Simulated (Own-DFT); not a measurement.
## Calculated data, In₃GaP₄ (zincblende random alloy, strained, atoms displaced)

All values are calculated (Own-DFT development build). A calculation, not a measurement: plane-wave PBE density functional theory by an unreviewed code, no spin, of a simulated periodic cell, stress positive in tension, free energy of the whole cell less one offset for each atom, forces on such cells passed a denser k mesh, this cell's mesh not checked; offsets are fitted by least squares, one for each functional and potential file, so energies compare only between cells with the same atoms and settings and are not formation energies; the far tail of each file's local potential was reset to the Coulomb form; each entry is a single point on an unrelaxed cell, so the pressure reflects the starting lattice, mostly measured values, from which strain is counted, and rises with the displacements; printed positions are rounded, which can move forces by about a meV/angstrom; the program is a retired in-house code; no spin-orbit coupling.

```cif
# cell vector a (Å): 11.3066 0.0000 0.0000
# cell vector b (Å): 0.0000 11.3066 0.0000
# cell vector c (Å): 0.0000 0.0000 11.7278
data_In3GaP4
_symmetry_space_group_name_H-M 'P 1'
_symmetry_Int_Tables_number 1
_cell_length_a 11.3066
_cell_length_b 11.3066
_cell_length_c 11.7278
_cell_angle_alpha 90.000
_cell_angle_beta 90.000
_cell_angle_gamma 90.000
_cell_volume 1499.27
loop_
_atom_site_label
_atom_site_type_symbol
_atom_site_fract_x
_atom_site_fract_y
_atom_site_fract_z
_atom_site_occupancy
In1 In 0.99683 0.99074 0.00091 1
In2 In 0.00021 0.25844 0.25390 1
In3 In 0.24622 0.99453 0.24578 1
In4 In 0.25159 0.25647 0.99832 1
P1 P 0.12246 0.12659 0.12186 1
P2 P 0.12180 0.37045 0.36970 1
P3 P 0.37695 0.12136 0.37377 1
P4 P 0.37032 0.37690 0.12448 1
Ga1 Ga 0.99006 0.00562 0.49777 1
In5 In 0.99537 0.25335 0.74919 1
Ga2 Ga 0.24994 0.00287 0.75731 1
In6 In 0.24081 0.25054 0.50706 1
P5 P 0.12035 0.13088 0.62315 1
P6 P 0.12890 0.37133 0.87229 1
P7 P 0.37776 0.12048 0.87264 1
P8 P 0.37870 0.36779 0.63019 1
In7 In 0.99704 0.49725 0.99345 1
In8 In 0.00083 0.74856 0.25224 1
Ga3 Ga 0.24062 0.50863 0.25452 1
In9 In 0.24904 0.75378 0.00013 1
P9 P 0.12519 0.62500 0.13678 1
P10 P 0.12341 0.87813 0.36755 1
P11 P 0.37598 0.62831 0.37574 1
P12 P 0.37658 0.86580 0.12168 1
In10 In 0.99792 0.50581 0.49766 1
In11 In 0.00256 0.74610 0.75505 1
In12 In 0.25325 0.50027 0.75354 1
In13 In 0.25012 0.74920 0.49838 1
P13 P 0.12658 0.62656 0.62901 1
P14 P 0.12907 0.87350 0.87710 1
P15 P 0.36299 0.61345 0.87866 1
P16 P 0.37111 0.88069 0.62782 1
Ga4 Ga 0.49950 0.99874 0.00280 1
In14 In 0.50719 0.24638 0.25083 1
In15 In 0.75197 0.99886 0.24938 1
In16 In 0.75031 0.24984 0.00705 1
P17 P 0.62578 0.12488 0.12760 1
P18 P 0.62918 0.37626 0.37843 1
P19 P 0.87805 0.12170 0.37351 1
P20 P 0.87113 0.37954 0.12741 1
Ga5 Ga 0.49972 0.00309 0.49944 1
In17 In 0.49482 0.25005 0.74994 1
In18 In 0.74928 0.99667 0.75795 1
In19 In 0.75363 0.25132 0.49440 1
P21 P 0.62082 0.12849 0.62169 1
P22 P 0.62248 0.37591 0.86904 1
P23 P 0.88046 0.12674 0.87156 1
P24 P 0.88317 0.37926 0.62646 1
In20 In 0.49817 0.50437 0.00026 1
Ga6 Ga 0.49931 0.74695 0.24829 1
In21 In 0.75454 0.50356 0.24202 1
Ga7 Ga 0.75126 0.75162 0.99745 1
P25 P 0.63206 0.62785 0.12828 1
P26 P 0.62093 0.87268 0.37515 1
P27 P 0.87594 0.62372 0.37491 1
P28 P 0.87510 0.87360 0.12713 1
In22 In 0.49916 0.50661 0.50150 1
In23 In 0.50175 0.74778 0.75281 1
In24 In 0.75150 0.49663 0.74371 1
Ga8 Ga 0.74963 0.75044 0.49514 1
P29 P 0.62139 0.62496 0.62312 1
P30 P 0.62009 0.87681 0.87298 1
P31 P 0.87746 0.62066 0.87065 1
P32 P 0.87605 0.87754 0.62168 1
_calc_functional 'PBE'
_calc_potential_files 'PseudoDojo norm-conserving, scalar-relativistic, standard set'
_calc_wave_cutoff 42  # hartree
_calc_occupations 'Fermi-Dirac'
_calc_smearing_width 0.1  # eV
_calc_k_mesh '3 x 3 x 3 centred on Gamma'
_calc_free_energy_of_cell_above_offsets '-29.171'  # eV
_calc_pressure 5.99  # GPa
_calc_stress_xx -6.58  # GPa
_calc_stress_yy -6.53  # GPa
_calc_stress_zz -4.84  # GPa
_calc_stress_yz 0.18  # GPa
_calc_stress_xz -0.49  # GPa
_calc_stress_xy -0.13  # GPa
```

Force:
```csv
element,x (eV/Å),y (eV/Å),z (eV/Å)
In,0.379,0.984,-0.231
In,-0.696,-1.466,-1.413
In,0.83,0.856,-0.395
In,0.114,-1.193,0.157
P,-0.074,0.092,0.021
P,1.666,2.211,0.948
P,-0.073,-0.284,0.768
P,0.183,0.854,1.611
Ga,0.98,-0.505,0.261
In,0.768,-0.186,0.144
Ga,-0.148,-0.113,-0.735
In,1.43,0.238,-1.212
P,-0.582,-2.558,0.827
P,-0.748,0.372,-0.085
P,-0.364,-0.94,0.931
P,-1.05,1.488,-1.321
In,0.919,-0.061,0.918
In,-0.491,0.283,0.169
Ga,0.912,-0.858,0.112
In,-0.172,-1.265,0.24
P,0.328,-0.769,-1.321
P,-0.903,0.304,2.138
P,-0.198,-0.362,-1.77
P,1.69,0.94,0.621
In,0.96,-0.373,0.27
In,-0.095,0.903,-0.738
In,-0.759,-1.033,-1.566
In,-0.366,0.889,0.275
P,0.191,-0.401,-0.573
P,0.067,1.018,-1.11
P,1.475,2.093,0.435
P,0.265,0.804,0.013
Ga,-0.036,-0.075,-0.023
In,-1.058,0.876,0.391
In,-0.464,-0.306,0.347
In,-0.086,0.041,-1.262
P,-0.551,-1.261,-1.218
P,-0.328,0.787,-0.791
P,0.346,-0.035,0.343
P,1.048,-0.743,-0.742
Ga,-0.169,-0.124,0.167
In,1.024,-0.841,0.414
In,0.057,0.802,-1.311
In,0.193,-0.264,1.004
P,0.24,-1.021,-0.325
P,0.373,-0.094,0.942
P,-0.712,-0.338,1.043
P,-0.787,-0.303,-1.003
In,0.562,-0.421,0.435
Ga,0.254,0.146,0.088
In,-0.661,-0.069,1.702
Ga,-0.06,0.016,0.044
P,-1.045,1.6,-0.997
P,-0.426,-0.434,0.482
P,-1.255,1.096,0.461
P,-0.907,-1.194,-0.85
In,-0.321,-1.237,-0.251
In,-1.25,-0.224,-0.125
In,-0.496,0.286,0.158
Ga,-0.053,0.065,0.264
P,1.522,1.105,-0.256
P,0.231,-0.374,2.318
P,-1.51,1.021,0.953
P,-0.112,-0.45,-0.794
```
